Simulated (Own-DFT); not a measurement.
# Computed records: Al₃GaN₄ (wurtzite random alloy, strained, atoms displaced)

Computed with Own-DFT development build. A calculation, not a measurement: plane-wave PBE density functional theory by an unreviewed code, no spin, of a simulated periodic cell, stress positive in tension, free energy of the whole cell less one offset for each atom, forces on such cells passed a denser k mesh, this cell's mesh not checked; offsets are fitted by least squares, one for each functional and potential file, so energies compare only between cells with the same atoms and settings and are not formation energies; the far tail of each file's local potential was reset to the Coulomb form; each entry is a single point on an unrelaxed cell, so the pressure reflects the starting lattice, mostly measured values, from which strain is counted, and rises with the displacements; printed positions are rounded, which can move forces by about a meV/angstrom; the program is a retired in-house code; no spin-orbit coupling.

Settings shared by all entries: functional PBE; potential files PseudoDojo norm-conserving, scalar-relativistic, standard set; wave cutoff 42 hartree; occupations Fermi-Dirac; smearing width 0.1 eV; k mesh 4 x 4 x 3 centred on Gamma.

(1) 
```xyz
72
Lattice="9.6286 0.0000 0.0000 -4.8143 8.3386 0.0000 0.0000 0.0000 10.0655" Properties=species:S:1:pos:R:3:force_x:R:1:force_y:R:1:force_z:R:1 formula=Al3GaN4 free_energy_of_cell_above_offsets=-17.448 pressure=-3.03 stress_xx=6.79 stress_yy=5.62 stress_zz=-3.33 stress_yz=-0.07 stress_xz=-0.42 stress_xy=0.31
Al     0.0691     1.9277     0.0120      -0.65     -1.033      -0.97
Al     1.6343     0.9953     2.5564     -1.166     -1.213     -0.449
N     -0.0305     1.8143     1.8742      0.511     -0.645      0.671
N      1.5334     0.9039     4.4607       0.38     -0.856     -0.388
Al    -0.0011     1.8247     5.0621     -0.247        0.6      -0.13
Al     1.7678     0.8394     7.5693     -2.167      2.073     -0.515
N     -0.0601     1.7894     6.9361      1.851      0.803      0.248
N      1.6897     0.9154     9.3989     -0.511       0.11      1.544
Al    -1.5932     4.7009    10.0491      0.084     -2.453       0.19
Ga    -0.0333     3.6459     2.5382      0.785      0.677     -0.479
N     -1.5112     4.6357     1.8273     -1.994      0.448      1.242
N      0.1402     3.6492     4.4313     -2.098      0.254      1.344
Al    -1.6984     4.5964     5.0813      2.533      0.998     -0.705
Ga     0.0049     3.7472     7.5803     -0.316     -1.314     -0.786
N     -1.6449     4.7103     6.9729      0.091     -0.955     -0.799
N      0.0178     3.7494     9.4901      0.332      0.232      0.591
Al    -3.1213     7.4602    10.0567      -1.29     -0.803      0.237
Al    -1.7236     6.4677     2.4615      2.858     -0.454      0.226
N     -3.1970     7.3642     1.9209     -0.492        1.5     -0.621
N     -1.5230     6.4557     4.3627     -2.925      -1.03      0.388
Al    -3.2263     7.3821     5.0397      0.068     -0.041     -0.565
Al    -1.7025     6.4206     7.5727      1.134      1.656     -0.177
N     -3.1523     7.4890     6.9671      0.197     -1.989     -0.616
N     -1.5760     6.4102     9.5097     -0.751      1.908     -1.544
Al     3.2441     1.8348    10.0540     -0.588     -0.186      0.027
Al     4.8145     0.9825     2.4522     -0.587      -1.69      0.146
N      3.1703     1.8253     1.8932      0.758      0.165      0.038
N      4.8207     0.8618     4.4081      0.052      2.174     -0.498
Ga     3.1668     1.7894     5.0547      0.063      0.306     -0.814
Al     4.7669     0.9053     7.4664      0.704      0.193      0.716
N      3.1931     1.9281     6.9743      0.618     -1.881      0.092
N      4.7452     0.9112     9.4274      1.204     -0.188     -0.366
Al     1.6522     4.6993    10.0132     -0.658     -0.823      0.936
Ga     3.2238     3.7340     2.5203     -1.305      -0.72     -0.757
N      1.6267     4.6657     1.9049      0.039       0.07     -0.721
N      3.1018     3.6513     4.3884      1.874       0.64      1.536
Al     1.6246     4.6200     5.0573     -0.455       0.55     -0.831
Al     3.1773     3.6467     7.5683       0.22      1.617      -0.02
N      1.6107     4.5451     6.9059      0.501      1.704      1.286
N      3.1856     3.6257     9.4707      0.316       1.22      0.271
Al    -0.0407     7.3625    10.0098       0.57       1.14       0.88
Al     1.6218     6.4566     2.4907     -0.532      0.914      0.025
N     -0.0256     7.4221     1.8222      0.119      0.139       1.32
N      1.6155     6.5356     4.4910      1.204     -1.373     -1.215
Ga    -0.0069     7.3865     4.9463      0.172     -0.242      0.039
Al     1.5017     6.5279     7.5862      1.895     -0.517     -0.608
N      0.0282     7.4211     6.8487     -1.164     -0.108      2.541
N      1.5917     6.5447     9.5385      0.205     -0.676     -1.475
Al     6.4315     1.8605     9.9843       0.29     -0.506      0.301
Al     7.9650     0.9141     2.5350      0.782     -0.086     -0.559
N      6.3780     1.8722     1.9179       0.36     -0.833     -0.756
N      8.0154     0.9899     4.4434     -0.747     -0.443      0.089
Al     6.3242     1.8800     5.0971      1.173     -0.872     -1.521
Al     8.0762     0.9554     7.5334     -0.797     -0.941      0.574
N      6.4123     1.8225     6.9161     -0.304     -0.355      1.102
N      8.0846     0.9249     9.4465      -0.47      0.325      0.531
Al     4.7492     4.5957     0.0701      1.011        0.1      -2.08
Ga     6.3451     3.6684     2.5697      1.965      0.433     -0.971
N      4.8206     4.6226     1.9205     -0.031     -1.061     -0.434
N      6.4359     3.7177     4.4918     -1.504     -0.503      0.345
Al     4.7613     4.5592     5.0157     -0.551       1.22      0.519
Ga     6.4036     3.7023     7.5664     -0.736       0.08     -0.776
N      4.7189     4.6496     6.9413      0.346     -1.164     -0.453
N      6.4723     3.7071     9.4352     -0.891      0.122      1.926
Al     3.2476     7.3836     0.0104     -0.069      1.123     -0.834
Ga     4.8101     6.3883     2.4813       0.02       2.46      0.912
N      3.2688     7.4039     1.8658     -1.461      0.276      1.003
N      4.7370     6.4928     4.4646      0.832     -0.706      0.438
Al     3.1650     7.4717     5.0632       0.55     -0.245      0.231
Ga     4.7576     6.4958     7.5668      1.831     -0.968      0.201
N      3.3095     7.4052     7.0438     -3.897      1.623     -1.723
N      4.7919     6.4344     9.4778      0.852      0.022      1.446
```

Units: free_energy_of_cell_above_offsets in eV; pressure, stress_xx, stress_yy, stress_zz, stress_yz, stress_xz, stress_xy in GPa; force_x, force_y, force_z in eV/Å.

(2) 
```xyz
72
Lattice="9.6286 0.0000 0.0000 -4.8143 8.3386 0.0000 0.0000 0.0000 10.0655" Properties=species:S:1:pos:R:3:force_x:R:1:force_y:R:1:force_z:R:1 formula=Al3GaN4 free_energy_of_cell_above_offsets=-16.540 pressure=-2.75 stress_xx=6.03 stress_yy=6.18 stress_zz=-3.95 stress_yz=0.01 stress_xz=-0.13 stress_xy=-0.03
Al    -0.0417     1.8312    10.0521       1.29      1.007     -0.521
Al     1.4873     1.0589     2.5274      3.089     -1.902      0.165
N      0.0156     1.9234     1.9139      -0.89     -0.402     -1.046
N      1.6224     0.9114     4.4295      0.309      0.756     -0.233
Ga     0.0169     1.7965     5.0158      0.047      0.563      0.199
Al     1.5815     0.8627     7.6095       1.14      0.559      -1.25
N      0.0606     1.8828     6.9842      0.046     -1.779     -0.138
N      1.7025     0.8171     9.4673     -1.294      3.766     -0.414
Al    -1.6228     4.6471     0.0476      0.709      0.347     -2.051
Al    -0.0374     3.6743     2.5257      0.017       1.42      -1.01
N     -1.6263     4.5869     1.8623      0.464      0.709      1.692
N     -0.1397     3.6794     4.3579      1.899       0.71      0.859
Al    -1.6280     4.5792     5.0091     -0.128      1.031      1.019
Al     0.1015     3.6105     7.5283     -1.016       2.51       0.33
N     -1.5538     4.6287     6.9494     -0.143      -0.69     -0.239
N     -0.0008     3.7059     9.4258     -0.324     -0.875      0.781
Ga    -3.2775     7.4731     0.0212       1.88       -1.6      1.053
Al    -1.6388     6.4761     2.5827      0.709       0.43     -1.597
N     -3.0748     7.4963     1.9125     -2.234      -0.17      1.712
N     -1.6957     6.4957     4.4225      2.248     -1.361      0.409
Ga    -3.2639     7.3704     5.0254      1.575      1.717     -0.055
Ga    -1.5071     6.5866     7.5731     -1.519     -2.059      0.586
N     -3.1707     7.3973     6.9039     -0.748      0.727      2.124
N     -1.6491     6.5298     9.5582      1.065     -0.925     -0.425
Al     3.2865     1.8218    10.0253      -1.12      0.817      1.033
Al     4.8919     0.9482     2.5266      -1.88     -0.477     -0.886
N      3.1918     1.8999     1.9634       0.16     -0.378     -1.114
N      4.8128     0.9567     4.3625      0.556     -0.632      2.087
Al     3.2545     1.8689     5.0440     -0.805     -0.207     -0.312
Al     4.8366     0.9498     7.4841     -0.621      0.051      1.141
N      3.2006     1.8737     7.0094      0.169     -0.518     -0.439
N      4.8264     0.9862     9.5072      1.175     -1.404     -1.035
Ga     1.6248     4.6426     0.0744     -0.794     -1.194     -1.599
Al     3.1478     3.7144     2.4609      0.985      0.107      0.539
N      1.5787     4.6758     1.9099     -0.311     -1.364      2.342
N      3.1922     3.6569     4.3889     -0.647      1.072     -0.037
Al     1.5465     4.7066     4.9695      0.871     -1.825      0.541
Al     3.2195     3.7385     7.5543      0.288     -0.516     -0.442
N      1.6774     4.5755     6.9089     -1.108      1.116     -0.012
N      3.2163     3.7605     9.4850      0.844     -1.072     -0.576
Al    -0.0605     7.3755     0.0643      0.195      0.716     -0.215
Ga     1.6115     6.5027     2.5467     -0.256      0.004       -0.9
N      0.0283     7.4063     1.9541     -1.111      0.398      0.205
N      1.5827     6.5251     4.4407      0.234     -0.541      0.956
Al    -0.0100     7.3027     4.9971     -1.024      1.835      0.161
Al     1.5970     6.4784     7.6113      0.079     -0.746     -0.876
N      0.0304     7.4278     6.9604      1.531      0.773     -0.957
N      1.4927     6.3920     9.5074      1.327      2.925     -0.653
Al     6.5081     1.7927    10.0429     -1.745      1.226     -0.707
Ga     7.9788     1.0136     2.5034      0.866      -1.23      0.061
N      6.4133     1.7443     1.8218     -0.324      2.187      0.543
N      8.0071     0.9001     4.3999     -0.775       0.45      1.351
Al     6.3963     1.8478     5.1125      0.114      0.247     -2.229
Ga     8.0916     0.8478     7.5189     -0.661      0.748     -1.144
N      6.3819     1.9107     6.9321      0.336      -0.95       0.68
N      8.0258     0.9540     9.3855      0.657     -1.474      2.191
Al     4.8182     4.6175    10.0064      0.695     -0.015      0.702
Al     6.4240     3.7783     2.4673      -0.73     -0.934     -0.153
N      4.7988     4.7312     1.8646      0.209     -1.632      0.431
N      6.4867     3.6967     4.3841     -0.617     -0.873     -0.297
Ga     4.8697     4.6406     5.0080     -0.842     -0.524     -1.181
Al     6.3932     3.6724     7.5564      1.214      1.295      0.048
N      4.8304     4.5820     6.8563      0.141      0.574      3.417
N      6.4896     3.7192     9.4973     -1.193     -0.738     -0.388
Al     3.1964     7.4164     0.0639     -0.097     -0.703     -0.868
Al     4.8566     6.4672     2.4820       0.38      1.299       0.82
N      3.2246     7.3748     1.9488      1.076        0.7     -0.475
N      4.8584     6.5166     4.5608     -3.227      -0.57     -2.912
Al     3.1556     7.4730     4.9991      0.955     -1.246     -0.412
Al     4.9137     6.4890     7.5744     -0.737     -0.725     -0.936
N      3.1740     7.3610     6.8412      0.539     -0.274      2.116
N      4.9159     6.4639     9.5221     -3.159     -0.268     -1.556
```

Units: free_energy_of_cell_above_offsets in eV; pressure, stress_xx, stress_yy, stress_zz, stress_yz, stress_xz, stress_xy in GPa; force_x, force_y, force_z in eV/Å.

(3) 
```xyz
72
Lattice="9.6286 0.0000 0.0000 -4.8143 8.3386 0.0000 0.0000 0.0000 10.0655" Properties=species:S:1:pos:R:3:force_x:R:1:force_y:R:1:force_z:R:1 formula=Al3GaN4 free_energy_of_cell_above_offsets=-17.221 pressure=-3.11 stress_xx=7.39 stress_yy=5.98 stress_zz=-4.04 stress_yz=0.26 stress_xz=-0.2 stress_xy=-0.68
Al     0.0237     1.8875    10.0600     -0.393     -0.909       0.91
Al     1.5898     0.8810     2.5710      0.311      0.578      -1.11
N      0.0437     1.8065     1.9679     -0.904      0.662     -0.577
N      1.5200     0.9781     4.4515      1.004     -1.656      0.072
Ga    -0.1047     1.8280     5.1409      1.022       1.23     -1.216
Al     1.5743     0.9696     7.5614      0.234     -0.514      0.011
N     -0.1083     1.8212     7.0131      1.225      0.176      1.514
N      1.5544     0.9863     9.4909      1.222     -0.681     -0.453
Al    -1.6420     4.6332     0.0080      0.683      0.707      0.584
Al     0.0220     3.6908     2.5232     -0.603     -0.305      0.713
N     -1.6102     4.6839     2.0458      1.026     -1.605     -2.411
N     -0.0229     3.6968     4.4933      0.829      0.497     -0.974
Ga    -1.6768     4.7638     4.9887      1.041     -2.826      1.164
Al     0.0364     3.6694     7.6486     -0.615       0.75      -2.11
N     -1.6228     4.5609     6.9705      1.228      1.538        0.5
N     -0.0659     3.6713     9.4950      0.718      0.997      0.723
Al    -3.1519     7.3461     0.0570     -0.663        0.8     -2.483
Ga    -1.5776     6.4855     2.5117     -0.516      0.549     -0.109
N     -3.2604     7.3733     1.8421      1.339       1.27      1.802
N     -1.6081     6.5098     4.4739     -0.298      2.507     -0.672
Al    -3.1712     7.4442     5.0774     -1.021     -0.167       -0.7
Al    -1.5495     6.4956     7.6222     -0.474     -0.461     -0.984
N     -3.1546     7.4490     6.9297      0.201      0.365      1.052
N     -1.5388     6.5101     9.4879     -0.155     -0.432      0.934
Al     3.1987     1.9354     0.0138      0.219     -1.788      0.633
Al     4.8353     0.8064     2.5697     -0.235      2.108     -0.947
N      3.2499     1.8377     1.9407     -0.723     -0.627      0.615
N      4.8469     0.9161     4.4671      0.286     -0.499     -0.289
Ga     3.1700     1.8602     4.9786      0.296     -0.582     -0.471
Al     4.7795     0.9690     7.5291      0.457     -1.378      0.559
N      3.3486     1.9811     6.8508      -1.76     -2.543      1.603
N      4.7862     0.9085     9.4760      0.614      0.813     -0.028
Al     1.5702     4.6755     0.0449      0.479     -1.414     -1.259
Al     3.1581     3.6998     2.5607      0.747      -0.43     -1.754
N      1.5597     4.6094     1.8602       0.49      0.346      1.928
N      3.2098     3.6770     4.4018      0.191      1.124       0.22
Al     1.6700     4.5744     4.9734     -1.718      0.812        1.1
Al     3.2651     3.5890     7.5885     -0.574      3.347      0.155
N      1.6616     4.6739     6.9338     -0.172     -1.815      0.613
N      3.2360     3.6844     9.4940      -0.63      0.713     -0.307
Al     0.1044     7.4322     0.0231     -1.133      0.072     -1.316
Al     1.5892     6.5240     2.4866      0.947      -1.55      0.972
N      0.0805     7.3679     1.8862     -0.679      0.945      0.622
N      1.5797     6.4729     4.4631      0.263     -0.051     -0.935
Al    -0.0630     7.4037     4.9714       1.64       0.02       1.93
Al     1.6645     6.4486     7.5252     -1.191      0.219      0.222
N     -0.0085     7.3919     7.0193      0.485      0.423     -0.872
N      1.6520     6.4316     9.5427     -1.278      0.396     -1.462
Al     6.4813     1.9038     0.0135     -1.141     -0.402     -0.207
Al     8.0210     0.9435     2.5497      0.147      -0.08     -0.524
N      6.3471     1.8790     1.9271      1.295     -2.006     -0.179
N      8.1208     0.7999     4.4535      -2.56      1.191     -0.512
Al     6.4358     1.8718     5.1305      0.174     -0.086     -1.676
Al     7.9561     0.8693     7.5438      0.178      0.252      0.715
N      6.3808     1.8240     6.9931      0.541     -0.142     -0.068
N      8.0607     0.9314     9.5210     -0.644      0.758     -0.824
Al     4.7993     4.6373     0.0529     -0.011     -0.673     -1.018
Ga     6.4034     3.6931     2.5108     -0.295      0.297     -1.561
N      4.7846     4.5379     1.8750     -0.968      0.929      0.831
N      6.4695     3.7474     4.3023     -1.625     -1.393      4.582
Al     4.7715     4.5359     5.1176      1.073      1.074     -2.287
Ga     6.4030     3.7520     7.5952      0.212     -0.452     -0.722
N      4.8048     4.5977     6.9248     -0.663     -0.006      0.915
N      6.4328     3.7805     9.4799     -0.358     -1.005      1.619
Ga     3.1464     7.4352     0.0414      1.796     -0.357      -0.67
Ga     4.8254     6.4854     2.4805      -0.39     -1.377      0.753
N      3.2002     7.3730     1.9273     -0.729      1.115       1.28
N      4.8777     6.4235     4.4499     -0.459      0.246      0.782
Al     3.2392     7.3891     4.9762     -0.105     -1.403      0.513
Ga     4.7849     6.5163     7.5577        0.6     -0.464     -0.499
N      3.1620     7.3920     6.9215      0.205      0.707      0.006
N      4.8488     6.3728     9.4573      0.267       1.55      1.036
```

Units: free_energy_of_cell_above_offsets in eV; pressure, stress_xx, stress_yy, stress_zz, stress_yz, stress_xz, stress_xy in GPa; force_x, force_y, force_z in eV/Å.
